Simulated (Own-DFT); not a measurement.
# Stretching a layer in its plane: diamond-structure SiGeSn with randomly placed atoms, 64 atoms (Ge48Si8Sn8)

Source: density functional calculations with Own-DFT, an unreviewed in-house program that is no longer used. Nothing was measured or relaxed, and spin and spin-orbit coupling are left out.

Method: PBE; PseudoDojo norm-conserving scalar-relativistic files; cutoff 49 hartree; 3 x 3 x 3 k mesh centred on Gamma; Fermi-Dirac smearing of 0.1 eV.

Caveats: forces on such cells moved up to 12 meV/angstrom on a denser k mesh; stress not checked against mesh or cutoff.

Unstrained cell vectors in Å: (11.467, 0.000, 0.000); (0.000, 11.467, 0.000); (0.000, 0.000, 11.467). The unstrained cell has measured lattice constants (interpolated for alloys), not those of this functional. That, the random moves and any unrelaxed bonds set the pressure at no strain. Each run strains x and y alike by e, as a substrate would, and holds the height along z. Each atom got a random Gaussian move of width 0.05 Å along each axis. The random placing of the alloy's atoms differs from row to row. Stress is positive in tension.

| e (%) | u (Å) | (s_xx + s_yy)/2 (GPa) | s_zz (GPa) |
|---|---|---|---|
| -3.00 | 0.051 | -10.92 | -8.89 |
| -2.75 | 0.052 | -10.62 | -8.80 |
| -2.00 | 0.046 | -8.69 | -7.46 |
| -1.00 | 0.051 | -7.12 | -6.44 |
| -0.75 | 0.047 | -6.19 | -5.71 |
| 0.25 | 0.051 | -4.77 | -5.02 |
| 0.50 | 0.052 | ? | ? |
| 1.25 | 0.051 | -2.83 | -3.72 |
| 1.50 | 0.051 | -2.46 | -3.28 |
| 2.25 | 0.050 | -1.42 | -2.55 |

## What the rows give

With e as a fraction, the in-plane stress is -5.0 + 178 e - 677 e² GPa (errors 4 and 249, scatter 0.19), and s_zz is -5.1 + 119 e - 331 e² GPa (slope ± 4, scatter 0.20). At e = 0 the first slope is C11 + C12 and the second 2 C12, both with the ions held to the strained lattice and at the cell's own pressure. A free layer would change its height as e changes, and the in-plane slope would drop by 2 C12²/C11 to the biaxial modulus. At fixed height, a misfit of 1 % moves the in-plane stress by about 1.8 GPa and s_zz by 1.2 GPa.

## Check

Asked: what are the two stresses at e = 0.50 %?

Estimate: -4.2 and -4.5 GPa. DFT gave -4.26 and -4.39 GPa.
